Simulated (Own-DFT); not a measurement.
# Which defects push the lattice out? 4H SiC

No measurement is shown. These are fixed-geometry runs of a retired plane-wave code named Own-DFT, which no person has reviewed; spin and spin-orbit coupling are neglected.

All runs used: PBE; PseudoDojo norm-conserving scalar-relativistic files; cutoff 42 hartree; 4 x 4 x 3 k mesh centred on Gamma; Fermi-Dirac smearing of 0.1 eV.

Caveats (not all hold for every row): not probed for a lower state with spin; forces on such cells failed a check on a denser k mesh; forces on such cells passed a denser k mesh, each cell not checked; stress not checked against mesh or cutoff.

All runs share one cell, with vectors in Å (9.248, 0.000, 0.000); (-4.624, 8.009, 0.000); (0.000, 0.000, 10.068) and a volume of 745.7 Å³. u is the rms random offset of the atoms per axis. The defect's site can differ from row to row.

```
                                     cell     formula   u (Å)  P (GPa)
                                no defect     C36Si36  0.0304     3.76
                                no defect     C36Si36  0.0604     6.50
                                no defect     C36Si36  0.0641     5.91
                            one C vacancy     C35Si36  0.0298     3.35
                            one C vacancy     C35Si36  0.0501     4.58
                            one C vacancy     C35Si36  0.0512     5.31
one Al on a Si site and one N on a C site  AlC35NSi35  0.0464     5.08
one Al on a Si site and one N on a C site  AlC35NSi35  0.0488     5.51
one Al on a Si site and one N on a C site  AlC35NSi35  0.0496     5.45
                 two Al on a Si site each  Al2C36Si34  0.0296     5.79
                 two Al on a Si site each  Al2C36Si34  0.0307     5.84
                 two Al on a Si site each  Al2C36Si34  0.0419     6.66
                 two Al on a Si site each  Al2C36Si34  0.0496        ?
                   two N on a C site each   C34N2Si36  0.0291     2.73
                   two N on a C site each   C34N2Si36  0.0497     4.32
                   two N on a C site each   C34N2Si36  0.0499     4.02
```

## What the rows give

P = P0 + c u² + a shift for each defect gives P0 = 2.93 GPa, c = 851 ± 94 GPa/Å² and a scatter of 0.30 GPa. The shifts, and each times the cell's volume:

- two Al on a Si site each: 2.16 ± 0.29 GPa, 10.1 eV (5.0 eV for each of its 2 sites)
- one Al on a Si site and one N on a C site: 0.44 ± 0.25 GPa, 2.0 eV (not resolved)
- one C vacancy: -0.22 ± 0.26 GPa, -1.0 eV (not resolved)
- two N on a C site each: -0.88 ± 0.26 GPa, -4.1 eV (-2.0 eV for each of its 2 sites)

A positive shift means that the defect pushes the cell outwards. Shift times volume (160.2 GPa Å³ is 1 eV) depends little on the cell's size, so, taken for each site, it can be compared between cells at like pressure. The atoms around the defects weren't relaxed, which would change these numbers.

## Prediction

Q: what pressure belongs in the blank (two Al on a Si site each, u = 0.0496 Å)?

From the fit: 7.18 ± 0.37 GPa. The hidden result is 7.28 GPa.
